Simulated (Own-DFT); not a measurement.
# Biaxial strain at fixed height in wurtzite AlN, 72 atoms (Al36N36)

Calculated, not measured: single-point runs of Own-DFT, a retired in-house plane-wave DFT program that no person has reviewed, on unrelaxed cells, without spin or spin-orbit coupling.

Settings: PBE; PseudoDojo norm-conserving scalar-relativistic files; cutoff 42 hartree; 4 x 4 x 3 k mesh centred on Gamma; Gaussian smearing of 0.01 eV.

Limits: k mesh not checked against a denser one; stress not checked against mesh or cutoff.

Unstrained cell vectors in Å: (9.336, 0.000, 0.000); (-4.668, 8.085, 0.000); (0.000, 0.000, 9.964). The unstrained cell has measured lattice constants (interpolated for alloys), not those of this functional. That, the random moves and any unrelaxed bonds set the pressure at no strain. Each run strains x and y alike by e, as a substrate would, and holds the height along z. All atoms carry random offsets, Gaussian with a width of 0.05 Å per axis. Stress is positive in tension.

```
e (%)  u (Å)  (s_xx + s_yy)/2 (GPa)  s_zz (GPa)
-3.00  0.049                 -25.23      -11.70
-2.50  0.052                 -20.95      -11.07
-1.75  0.054                 -16.53       -9.95
-1.50  0.046                      ?           ?
-1.25  0.052                 -13.64       -6.58
-1.00  0.049                 -11.69       -7.46
-0.75  0.048                  -9.95       -6.12
 1.25  0.050                   2.20       -5.67
 2.75  0.047                   8.19       -0.65
 3.00  0.049                   9.21       -0.47
```

## Working it out

With e as a fraction, the in-plane stress is -5.4 + 576 e - 2746 e² GPa (errors 8 and 523, scatter 0.51), and s_zz is -6.0 + 179 e GPa (slope ± 19, scatter 1.16). At e = 0 the first slope is C11 + C12 and the second 2 C13, both with the ions held to the strained lattice and at the cell's own pressure. The term in e² is negative: the layer stiffens under compression and softens under tension. A free layer would change its height as e changes, and the in-plane slope would drop by 2 C13²/C33 to the biaxial modulus. At fixed height, a misfit of 1 % moves the in-plane stress by about 5.8 GPa and s_zz by 1.8 GPa.

## The run left out

Q: what are the two stresses at e = -1.50 %?

From the fit: -14.7 and -8.7 GPa. Computed: -13.90 and -8.67 GPa.
